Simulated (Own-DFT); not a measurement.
# Computed records: InGa3As4 (zincblende random alloy, strained, atoms displaced)

Computed with Own-DFT development build. A calculation, not a measurement: plane-wave PBE density functional theory by an unreviewed code, no spin, of a simulated periodic cell, stress positive in tension, free energy of the whole cell less one offset for each atom, forces on such cells passed a denser k mesh, this cell's mesh not checked; offsets are fitted by least squares, one for each functional and potential file, so energies compare only between cells with the same atoms and settings and are not formation energies; the far tail of each file's local potential was reset to the Coulomb form; each entry is a single point on an unrelaxed cell, so the pressure reflects the starting lattice, mostly measured values, from which strain is counted, and rises with the displacements; printed positions are rounded, which can move forces by about a meV/angstrom; the program is a retired in-house code; no spin-orbit coupling.

Common to all runs: functional PBE; potential files PseudoDojo norm-conserving, scalar-relativistic, standard set; wave cutoff 42 hartree; occupations Fermi-Dirac; smearing width 0.1 eV; k mesh 3 x 3 x 3 centred on Gamma.

(1) InGa3As4 (zincblende random alloy, strained, atoms displaced)

```
InGa3As4
1.0
     11.3066     0.0000     0.0000
      0.0000    11.3066     0.0000
      0.0000     0.0000    11.6914
In Ga As Ga In Ga As Ga In As Ga In Ga As Ga As Ga In As Ga As Ga In Ga As
3 1 4 2 1 1 4 3 1 4 2 1 1 4 4 4 3 1 4 4 4 1 1 2 4
Direct
  0.00390 0.00054 0.99864
  0.99462 0.25050 0.24823
  0.25090 0.99982 0.25073
  0.24717 0.25063 0.00482
  0.12655 0.12773 0.11902
  0.13229 0.37751 0.37260
  0.37399 0.12267 0.37561
  0.37583 0.37463 0.12685
  0.99812 0.99708 0.50006
  0.00417 0.24549 0.74700
  0.25349 0.99290 0.74675
  0.25287 0.24908 0.50446
  0.12489 0.13094 0.62276
  0.12633 0.37254 0.87629
  0.36181 0.12175 0.87088
  0.37967 0.36953 0.62519
  0.00311 0.50203 0.99409
  0.00129 0.74875 0.25564
  0.24610 0.49491 0.25367
  0.23890 0.73932 0.00086
  0.12646 0.62647 0.13238
  0.11836 0.87358 0.37441
  0.37604 0.61764 0.37887
  0.37225 0.87922 0.13062
  0.99445 0.50045 0.49778
  0.99998 0.75893 0.75054
  0.25417 0.49843 0.75116
  0.24970 0.74281 0.50132
  0.12690 0.63315 0.62204
  0.11713 0.87183 0.87368
  0.36974 0.62507 0.87954
  0.38225 0.87800 0.62191
  0.50394 0.00943 0.00118
  0.49914 0.24487 0.24998
  0.74878 0.00203 0.24636
  0.75420 0.25122 0.99602
  0.62394 0.12095 0.13153
  0.62500 0.38192 0.37178
  0.87005 0.13152 0.37260
  0.87058 0.38150 0.11997
  0.50381 0.00111 0.49906
  0.50043 0.25123 0.74515
  0.75191 0.00054 0.75048
  0.74812 0.24620 0.49858
  0.63198 0.11951 0.62531
  0.62398 0.38029 0.87550
  0.87031 0.13445 0.87524
  0.87600 0.37602 0.62374
  0.50119 0.49365 0.99890
  0.49962 0.74910 0.24938
  0.75809 0.49272 0.25200
  0.74652 0.75268 0.00198
  0.62420 0.61596 0.12207
  0.63261 0.87651 0.37132
  0.87707 0.61945 0.37735
  0.87810 0.87321 0.12775
  0.49330 0.49376 0.50004
  0.49750 0.75676 0.74230
  0.75408 0.49981 0.74379
  0.74987 0.75070 0.49665
  0.62306 0.62515 0.62079
  0.61758 0.87518 0.87284
  0.88216 0.62788 0.86516
  0.88011 0.86782 0.62918
```

* free energy of cell above offsets: -21.662 eV
* pressure: 6.17 GPa
* stress xx: -6.6 GPa
* stress yy: -6.7 GPa
* stress zz: -5.22 GPa
* stress yz: -0.19 GPa
* stress xz: 0.65 GPa
* stress xy: 0.1 GPa

Force:
| element | x (eV/Å) | y (eV/Å) | z (eV/Å) |
| --- | --- | --- | --- |
| In | -1.19 | 0.385 | -0.086 |
| In | 0.831 | 0.637 | -0.476 |
| In | -1.196 | 0.351 | 0.316 |
| Ga | 0.552 | 0.297 | -0.534 |
| As | 0.553 | 0.599 | 0.506 |
| As | -0.57 | -0.341 | 1.553 |
| As | 0.989 | 1.107 | 1.316 |
| As | -0.114 | -0.225 | -0.055 |
| Ga | -0.253 | 0.44 | -0.018 |
| Ga | -0.523 | 0.83 | 0.402 |
| In | -1.434 | -0.23 | -0.456 |
| Ga | 0.047 | 0.235 | -0.697 |
| As | -0.481 | -0.592 | -0.667 |
| As | -0.789 | -0.783 | 0.495 |
| As | 2.237 | 1.897 | 1.743 |
| As | 0.136 | -0.322 | -0.761 |
| Ga | -0.157 | 0.258 | 0.339 |
| Ga | -0.518 | -0.29 | -0.25 |
| Ga | 0.926 | 0.737 | -0.583 |
| In | 0.992 | 1.872 | 0.027 |
| As | -1.748 | -1.854 | 1.309 |
| As | 0.227 | -0.467 | 1.12 |
| As | -0.27 | 0.648 | -0.613 |
| As | 1.886 | -1.245 | -1.691 |
| Ga | 1.166 | -0.151 | 0.455 |
| Ga | 0.484 | -1.211 | -0.266 |
| In | -0.601 | 0.115 | -0.659 |
| Ga | 0.481 | 0.913 | -0.647 |
| As | -1.229 | -0.497 | 0.199 |
| As | 0.601 | -0.453 | -0.834 |
| As | 2.205 | -0.498 | 0.071 |
| As | -1.184 | 0.208 | -3.006 |
| Ga | -0.869 | -0.601 | -0.338 |
| Ga | 0.022 | 0.635 | 0.336 |
| Ga | 0.737 | -0.38 | 0.33 |
| Ga | -1.163 | 0.472 | 0.753 |
| As | 0.377 | 0.949 | -0.968 |
| As | -0.908 | -0.317 | -0.375 |
| As | 0.551 | -2.899 | -0.116 |
| As | 0.185 | 0.133 | -0.957 |
| Ga | 0.283 | -0.015 | -0.342 |
| Ga | 0.4 | -0.774 | 0.863 |
| Ga | 0.129 | -0.487 | 0.385 |
| In | -0.51 | 1.325 | 0.233 |
| As | -1.539 | -0.488 | 0.967 |
| As | 0.384 | -0.739 | -0.685 |
| As | 0.26 | -0.595 | -1.093 |
| As | 0.876 | 0.107 | 0.659 |
| Ga | -0.56 | 0.572 | 0.123 |
| Ga | 0.139 | -0.251 | -0.023 |
| Ga | -0.729 | 0.923 | -0.192 |
| Ga | 0.158 | -0.386 | -0.346 |
| As | 0.319 | 0.572 | 0.55 |
| As | -0.674 | -0.148 | 0.182 |
| As | -0.461 | 0.699 | -0.519 |
| As | -0.864 | -0.553 | 0.551 |
| Ga | 0.803 | 0.311 | 0.034 |
| In | 0.251 | -1.866 | 1.218 |
| Ga | -0.312 | 0.395 | 0.33 |
| Ga | 0.165 | -0.266 | 0.242 |
| As | 0.749 | -0.979 | -0.691 |
| As | 1.578 | 1.245 | 1.389 |
| As | -0.792 | -0.071 | 0.794 |
| As | -1.04 | 1.107 | -0.842 |

(2) InGa3As4 (zincblende random alloy, strained, atoms displaced)

```
InGa3As4
1.0
     11.3066     0.0000     0.0000
      0.0000    11.3066     0.0000
      0.0000     0.0000    11.6914
Ga As Ga In Ga As In Ga In As Ga As Ga As In Ga In As Ga In As In Ga In As
4 4 1 1 2 4 1 2 1 4 4 4 4 4 1 2 1 4 3 1 4 1 2 1 4
Direct
  0.99621 0.00634 0.00086
  0.99667 0.25604 0.25453
  0.25376 0.00516 0.25814
  0.24265 0.25069 0.00435
  0.12659 0.12631 0.12918
  0.12917 0.37483 0.38111
  0.37360 0.13137 0.37114
  0.37847 0.37745 0.11944
  0.99336 0.00469 0.50186
  0.00106 0.25191 0.75123
  0.25394 0.99860 0.74648
  0.25359 0.24970 0.49979
  0.12303 0.12584 0.62703
  0.12334 0.37195 0.87272
  0.38110 0.12686 0.88173
  0.38057 0.37553 0.62541
  0.00861 0.50324 0.00123
  0.99824 0.75090 0.25894
  0.25011 0.49157 0.25541
  0.25175 0.75615 0.99880
  0.12365 0.61934 0.13034
  0.12214 0.87047 0.37626
  0.37713 0.62361 0.36864
  0.37631 0.87391 0.12626
  0.00060 0.50073 0.50364
  0.00317 0.75289 0.75124
  0.25600 0.50096 0.75217
  0.24545 0.74651 0.49518
  0.12030 0.61950 0.63244
  0.12422 0.88384 0.88209
  0.37743 0.62498 0.87807
  0.37125 0.87307 0.62614
  0.50478 0.00249 0.99637
  0.49774 0.24722 0.25137
  0.74801 0.00400 0.25533
  0.75287 0.24683 0.00245
  0.62926 0.12913 0.12623
  0.62483 0.37424 0.37845
  0.87634 0.12567 0.37858
  0.87764 0.37909 0.12941
  0.50394 0.00018 0.50370
  0.50338 0.24630 0.74994
  0.74873 0.00998 0.75288
  0.75337 0.24483 0.50464
  0.63175 0.13088 0.63511
  0.62835 0.37896 0.86566
  0.87169 0.11891 0.87592
  0.87844 0.38330 0.62940
  0.49274 0.50465 0.99882
  0.50593 0.74867 0.25585
  0.75016 0.50117 0.24817
  0.75429 0.74789 0.00197
  0.61979 0.62210 0.12448
  0.62575 0.87916 0.37398
  0.86725 0.62671 0.38144
  0.87037 0.87559 0.11798
  0.49476 0.49821 0.49984
  0.50798 0.75646 0.75035
  0.75751 0.49337 0.74897
  0.75172 0.75539 0.50234
  0.62995 0.62810 0.61975
  0.62861 0.88051 0.87689
  0.87238 0.62311 0.87886
  0.86622 0.87801 0.62791
```

- free energy of cell above offsets: -21.506 eV
- pressure: 6.2 GPa
- stress xx: -6.7 GPa
- stress yy: -6.83 GPa
- stress zz: -5.05 GPa
- stress yz: -0.51 GPa
- stress xz: 0.03 GPa
- stress xy: -0.08 GPa

Force:
| element | x (eV/Å) | y (eV/Å) | z (eV/Å) |
| --- | --- | --- | --- |
| Ga | 0.275 | -0.256 | 0.529 |
| Ga | 0.455 | -0.286 | -0.083 |
| Ga | -0.44 | -0.921 | -0.756 |
| Ga | 0.673 | 0.129 | -0.342 |
| As | -0.602 | -0.07 | 0.309 |
| As | -0.623 | -0.081 | 0.078 |
| As | -0.084 | 0.051 | 0.483 |
| As | -0.541 | -0.61 | 0.7 |
| Ga | 0.612 | -0.776 | 0.318 |
| In | -0.878 | -0.656 | -0.007 |
| Ga | -0.236 | 0.487 | 0.744 |
| Ga | -0.221 | 0.017 | 0.614 |
| As | 1.243 | -0.976 | -1.268 |
| As | 2.365 | 0.595 | 0.571 |
| As | -0.859 | 0.172 | -0.669 |
| As | -1.559 | -1.542 | 1.46 |
| In | -0.837 | -0.593 | -0.504 |
| Ga | -0.477 | -0.428 | -1.038 |
| Ga | 0.23 | 0.484 | -0.799 |
| In | -0.607 | -0.964 | 0.594 |
| As | 1.103 | 1.403 | 2.088 |
| As | 0.106 | 1.151 | 0.319 |
| As | -1.173 | 0.861 | -0.218 |
| As | 1.367 | 1.391 | 1.36 |
| Ga | -0.064 | 0.197 | -0.45 |
| Ga | -0.512 | 0.249 | 0.458 |
| Ga | -0.164 | -0.373 | 0.07 |
| Ga | 0.223 | -0.421 | 0.545 |
| As | 0.733 | 0.578 | -0.488 |
| As | -0.841 | 0.583 | -1.647 |
| As | 0.54 | 0.059 | -1.548 |
| As | -0.355 | -1.005 | 0.22 |
| Ga | -0.085 | -0.215 | 0.935 |
| Ga | 0.57 | 0.825 | -0.594 |
| Ga | 0.409 | -0.142 | -0.781 |
| Ga | -0.06 | 0.799 | -0.287 |
| As | -0.511 | -0.385 | 0.15 |
| As | 0.315 | -0.347 | -1.783 |
| As | 0.848 | -0.76 | -1.451 |
| As | -0.798 | -0.892 | 0.112 |
| In | -0.501 | 0.735 | 0.285 |
| Ga | -0.444 | 0.584 | 0.553 |
| Ga | -0.045 | -1.213 | 0.088 |
| In | 0.1 | 1.439 | -0.066 |
| As | -1.026 | -0.772 | 0.56 |
| As | -0.39 | -0.417 | 1.296 |
| As | -0.05 | 0.561 | 0.762 |
| As | 0.041 | 0.18 | -1.033 |
| Ga | 1.008 | -0.59 | -0.217 |
| Ga | -0.366 | 0.282 | -0.742 |
| Ga | -0.394 | -0.127 | 0.342 |
| In | -1.503 | -0.372 | -0.315 |
| As | -0.27 | -0.397 | 0.774 |
| As | 0.106 | -0.269 | -1.391 |
| As | 1.676 | -1.374 | -1.489 |
| As | 1.752 | 1.596 | 2.592 |
| In | 0.837 | 0.916 | -0.201 |
| Ga | -0.207 | -0.51 | -0.072 |
| Ga | -0.682 | 1.458 | 0.167 |
| In | -0.576 | 0.33 | -0.482 |
| As | -0.742 | -0.83 | 2.37 |
| As | -0.511 | 0.344 | -0.841 |
| As | 0.742 | -0.303 | -2.346 |
| As | 1.908 | 1.418 | 1.462 |

(3) InGa3As4 (zincblende random alloy, strained, atoms displaced)

```
InGa3As4
1.0
     11.3066     0.0000     0.0000
      0.0000    11.3066     0.0000
      0.0000     0.0000    11.6914
Ga As Ga In As Ga As In Ga As In Ga As Ga As In Ga In As Ga As
4 4 2 2 4 4 4 2 2 4 1 3 4 4 4 1 1 2 4 4 4
Direct
  0.99491 0.00100 0.99945
  0.99400 0.25201 0.24658
  0.25077 0.00463 0.24768
  0.25316 0.25429 0.98799
  0.12014 0.13368 0.13163
  0.11969 0.36846 0.37575
  0.37999 0.11886 0.37247
  0.37376 0.37131 0.12773
  0.99733 0.99858 0.50338
  0.99945 0.25172 0.74477
  0.24685 0.99870 0.74719
  0.25240 0.24639 0.50304
  0.12119 0.11945 0.62698
  0.13888 0.37276 0.87937
  0.37685 0.12472 0.87320
  0.37333 0.36752 0.62218
  0.00394 0.49824 0.99950
  0.00090 0.74948 0.24767
  0.25322 0.49621 0.25213
  0.25053 0.74306 0.00621
  0.12482 0.63107 0.12201
  0.12761 0.87353 0.37023
  0.37694 0.62407 0.38312
  0.37428 0.87751 0.12634
  0.00767 0.49172 0.49901
  0.99632 0.75357 0.74815
  0.25549 0.50253 0.75241
  0.25361 0.74969 0.49592
  0.13720 0.62246 0.62929
  0.11492 0.86894 0.87693
  0.37211 0.61710 0.87677
  0.37039 0.87327 0.63030
  0.49404 0.99996 0.00080
  0.50461 0.25352 0.25055
  0.74075 0.99812 0.25078
  0.74982 0.25015 0.00517
  0.62203 0.12720 0.12484
  0.62020 0.37059 0.37701
  0.87552 0.12366 0.37701
  0.87215 0.36477 0.12748
  0.49542 0.00199 0.49646
  0.50727 0.24836 0.75213
  0.75299 0.00279 0.75356
  0.74679 0.25874 0.50020
  0.62823 0.13344 0.62319
  0.62638 0.37313 0.87758
  0.87674 0.11782 0.87545
  0.86737 0.38174 0.62110
  0.51021 0.50013 0.99357
  0.50172 0.74495 0.24893
  0.74472 0.49765 0.25291
  0.74838 0.75232 0.00125
  0.62387 0.62706 0.12333
  0.62038 0.87579 0.37941
  0.87712 0.62624 0.37386
  0.87091 0.87978 0.12235
  0.49193 0.49592 0.49962
  0.49823 0.74856 0.74795
  0.74929 0.48924 0.74907
  0.73947 0.74860 0.49817
  0.62740 0.62296 0.62391
  0.62460 0.87670 0.87659
  0.87845 0.62605 0.87073
  0.87638 0.86810 0.62215
```

- free energy of cell above offsets: -21.216 eV
- pressure: 6.28 GPa
- stress xx: -6.88 GPa
- stress yy: -6.82 GPa
- stress zz: -5.14 GPa
- stress yz: 0 GPa
- stress xz: -0.41 GPa
- stress xy: 0.47 GPa

Force:
| element | x (eV/Å) | y (eV/Å) | z (eV/Å) |
| --- | --- | --- | --- |
| Ga | 0.838 | -0.029 | 0.625 |
| Ga | 0.177 | -0.534 | 1.021 |
| Ga | -0.368 | -0.161 | 0.013 |
| Ga | 0.634 | -1.303 | 1.937 |
| As | 0.704 | -0.656 | -1.36 |
| As | 1.162 | -0.633 | -2.46 |
| As | 0.14 | 0.315 | -0.889 |
| As | -0.041 | -0.171 | -0.045 |
| Ga | 0.123 | -0.314 | -0.55 |
| Ga | -0.157 | 0.061 | 0.536 |
| In | -0.408 | -0.237 | 1.602 |
| In | -0.755 | -1.043 | -1.095 |
| As | -1.62 | 0.784 | -0.638 |
| As | -2.002 | 1.05 | -1.5 |
| As | -0.309 | 1.546 | -0.549 |
| As | 1.518 | 1.662 | 2.149 |
| Ga | -0.246 | -0.123 | -0.005 |
| Ga | -0.4 | 0.44 | -0.038 |
| Ga | -0.517 | 0.363 | 0.093 |
| Ga | 0.24 | 0.948 | -0.901 |
| As | -0.187 | -1.33 | 0.902 |
| As | -0.175 | 0.294 | 0.427 |
| As | -0.081 | -0.074 | -1.266 |
| As | -1.052 | -1.572 | 1.098 |
| In | -0.436 | 1.897 | 0.765 |
| In | 0.913 | -1.241 | -0.67 |
| Ga | -0.039 | -0.871 | -0.48 |
| Ga | -0.403 | 0.267 | 0.494 |
| As | 0.21 | 0.321 | -0.49 |
| As | 1.59 | 0.944 | 2.212 |
| As | -0.174 | 1.812 | -0.632 |
| As | 1.528 | -0.895 | -1.84 |
| In | 0.664 | 0.103 | -0.086 |
| Ga | -0.62 | -0.602 | -0.163 |
| Ga | 0.612 | 0.297 | 0.144 |
| Ga | 0.12 | -0.749 | -0.73 |
| As | 0.722 | 0.528 | 0.797 |
| As | -0.755 | 0.032 | 0.863 |
| As | -0.536 | 0.191 | -0.088 |
| As | 0.628 | 0.998 | -1.111 |
| Ga | 0.342 | -0.309 | 1.167 |
| Ga | -0.537 | 0.111 | -0.218 |
| Ga | -0.359 | -0.48 | -0.843 |
| Ga | 0.472 | -0.878 | -0.287 |
| As | -0.086 | -1.062 | 0.071 |
| As | 1.546 | -1.63 | -1.419 |
| As | -0.155 | 1.484 | -0.045 |
| As | 0.163 | -1.393 | 0.932 |
| In | -1.489 | -0.03 | 1.39 |
| Ga | -0.435 | 0.437 | 0.371 |
| In | 0.471 | 0.18 | -0.194 |
| In | 0.578 | -0.46 | -0.582 |
| As | -0.489 | 0.417 | 1.212 |
| As | -0.133 | -0.22 | -0.534 |
| As | -0.044 | 1.126 | 0.348 |
| As | 1.001 | 0.64 | 1.575 |
| Ga | 0.744 | -0.068 | 0.545 |
| Ga | 0.169 | -0.148 | 0.373 |
| Ga | -0.076 | 1.234 | 0.562 |
| Ga | 1.018 | 0.003 | -0.088 |
| As | -0.678 | -0.562 | 0.291 |
| As | -0.336 | 0.037 | -2.103 |
| As | -0.898 | -2.38 | 0.737 |
| As | -2.033 | 1.637 | -1.355 |

(4) InGa3As4 (zincblende random alloy, strained, atoms displaced)

```
InGa3As4
1.0
     11.3066     0.0000     0.0000
      0.0000    11.3066     0.0000
      0.0000     0.0000    11.6914
Ga In As Ga As Ga As In Ga In As Ga In As Ga As Ga In Ga As Ga In As
3 1 4 4 4 4 4 2 1 1 4 3 1 4 4 4 1 1 2 4 2 2 4
Direct
  0.00439 0.99949 0.98962
  0.00175 0.25648 0.24743
  0.25345 0.00382 0.25241
  0.24576 0.25104 0.00444
  0.12458 0.12456 0.12835
  0.12089 0.37360 0.37936
  0.37476 0.12276 0.36901
  0.37014 0.37313 0.12644
  0.99675 0.99482 0.49711
  0.99662 0.25440 0.75862
  0.24786 0.99594 0.74961
  0.25226 0.25761 0.50197
  0.12827 0.12401 0.61830
  0.11755 0.37058 0.87731
  0.37077 0.12958 0.87605
  0.37282 0.38812 0.62623
  0.00264 0.50064 0.99998
  0.99702 0.75360 0.25064
  0.25227 0.50122 0.25208
  0.24818 0.74869 0.00333
  0.12892 0.62454 0.12047
  0.12633 0.87433 0.36875
  0.38072 0.62433 0.37477
  0.37601 0.87844 0.13128
  0.00608 0.49919 0.50082
  0.99970 0.74882 0.74676
  0.26521 0.49378 0.75502
  0.25209 0.74722 0.50368
  0.12089 0.62479 0.62253
  0.12530 0.87606 0.87893
  0.37047 0.62599 0.87218
  0.38002 0.87093 0.62901
  0.49407 0.99389 0.99561
  0.50024 0.25015 0.24841
  0.75346 0.00658 0.24567
  0.74804 0.25572 0.99867
  0.62756 0.12826 0.12653
  0.63513 0.37558 0.37215
  0.86596 0.12586 0.37988
  0.87362 0.37029 0.13507
  0.50189 0.00073 0.49741
  0.49850 0.24262 0.75136
  0.74712 0.99248 0.75489
  0.75274 0.25635 0.49490
  0.61966 0.12670 0.62886
  0.62737 0.37497 0.87297
  0.88047 0.12060 0.87848
  0.87830 0.37255 0.62685
  0.49744 0.50687 0.99937
  0.50214 0.75556 0.25065
  0.75640 0.49816 0.24622
  0.75445 0.75008 0.99827
  0.61730 0.62239 0.13012
  0.62119 0.87062 0.37702
  0.87322 0.61831 0.38490
  0.88187 0.86897 0.12150
  0.50175 0.49441 0.50300
  0.50582 0.75584 0.74864
  0.75312 0.50197 0.74441
  0.75185 0.75989 0.50905
  0.62916 0.62106 0.62747
  0.62354 0.87230 0.87774
  0.87551 0.62777 0.88066
  0.87368 0.87017 0.62706
```

- free energy of cell above offsets: -20.218 eV
- pressure: 6.53 GPa
- stress xx: -7.06 GPa
- stress yy: -7.01 GPa
- stress zz: -5.51 GPa
- stress yz: -0.56 GPa
- stress xz: -0.76 GPa
- stress xy: 0.48 GPa

Force:
| element | x (eV/Å) | y (eV/Å) | z (eV/Å) |
| --- | --- | --- | --- |
| Ga | -0.004 | 0.032 | 1.547 |
| Ga | 0.095 | -1.13 | 0.927 |
| Ga | -0.755 | -0.223 | -0.403 |
| In | -0.126 | -0.172 | -0.264 |
| As | -1.181 | -1.166 | 0.731 |
| As | 1.771 | -0.991 | -1.823 |
| As | 0.387 | 0.863 | 1.149 |
| As | 1.568 | 1.406 | 0.881 |
| Ga | 0.166 | 0.418 | -0.06 |
| Ga | 0.117 | -1.076 | -1.146 |
| Ga | 0.266 | 0.408 | -0.103 |
| Ga | 0.132 | -0.571 | -0.281 |
| As | -0.47 | 0.087 | 0.699 |
| As | 0.303 | 1.538 | -0.887 |
| As | 0.658 | -1.437 | -0.875 |
| As | 0.906 | -2.095 | -0.425 |
| Ga | -0.46 | -0.105 | 0.46 |
| Ga | 0.227 | -1.134 | 0.253 |
| Ga | -0.226 | -0.122 | 0.158 |
| Ga | 0.454 | 0.478 | -0.16 |
| As | -0.526 | -0.141 | 0.972 |
| As | -0.463 | 0.608 | -0.024 |
| As | -0.277 | -1.617 | 0.285 |
| As | -1.329 | 0.611 | -1.699 |
| In | -0.781 | -0.429 | 0.402 |
| In | 0.44 | -0.037 | 1.137 |
| Ga | -2.366 | 0.703 | 0.371 |
| In | -0.028 | 0.244 | -0.589 |
| As | 1.966 | -0.905 | 1.841 |
| As | 1.083 | -0.042 | -0.084 |
| As | 0.81 | 0.814 | 0.477 |
| As | 0.394 | 1.425 | 0.301 |
| Ga | 0.234 | 0.887 | 0.473 |
| Ga | 0.169 | 0.117 | 0.153 |
| Ga | -0.187 | -0.873 | 0.202 |
| In | 0.655 | -0.728 | 0.151 |
| As | -1.311 | -1.252 | 0.121 |
| As | -1.241 | 0.149 | 0.035 |
| As | 1.245 | -0.192 | -0.57 |
| As | 1.085 | 1.285 | -0.789 |
| Ga | -0.279 | 0.037 | 0.256 |
| Ga | -0.222 | 0.966 | 0.105 |
| Ga | 0.217 | 0.801 | -0.363 |
| Ga | -0.361 | -0.437 | 1.168 |
| As | 0.944 | -0.295 | -0.674 |
| As | -2.238 | 0.651 | -0.436 |
| As | -0.457 | -0.185 | -1.063 |
| As | 0.126 | -1.572 | -0.299 |
| Ga | -0.096 | -0.771 | -0.079 |
| In | -0.485 | -0.679 | -0.056 |
| Ga | -0.464 | 0.865 | 0.512 |
| Ga | -0.756 | -0.276 | 0.78 |
| As | 1.971 | -0.696 | -1.451 |
| As | 1.23 | 2.603 | 0.249 |
| As | -0.528 | 1.151 | -2.395 |
| As | -0.592 | 1.105 | -0.089 |
| Ga | 0.627 | 0.616 | -0.733 |
| Ga | -0.135 | -1.078 | 0.093 |
| In | 0.564 | -0.489 | 1.375 |
| In | -1.237 | -1.711 | -1.721 |
| As | -2.489 | 0.999 | -0.818 |
| As | 0.221 | -0.061 | 0.27 |
| As | 0.084 | -0.605 | 0.832 |
| As | 0.956 | 3.423 | 0.991 |
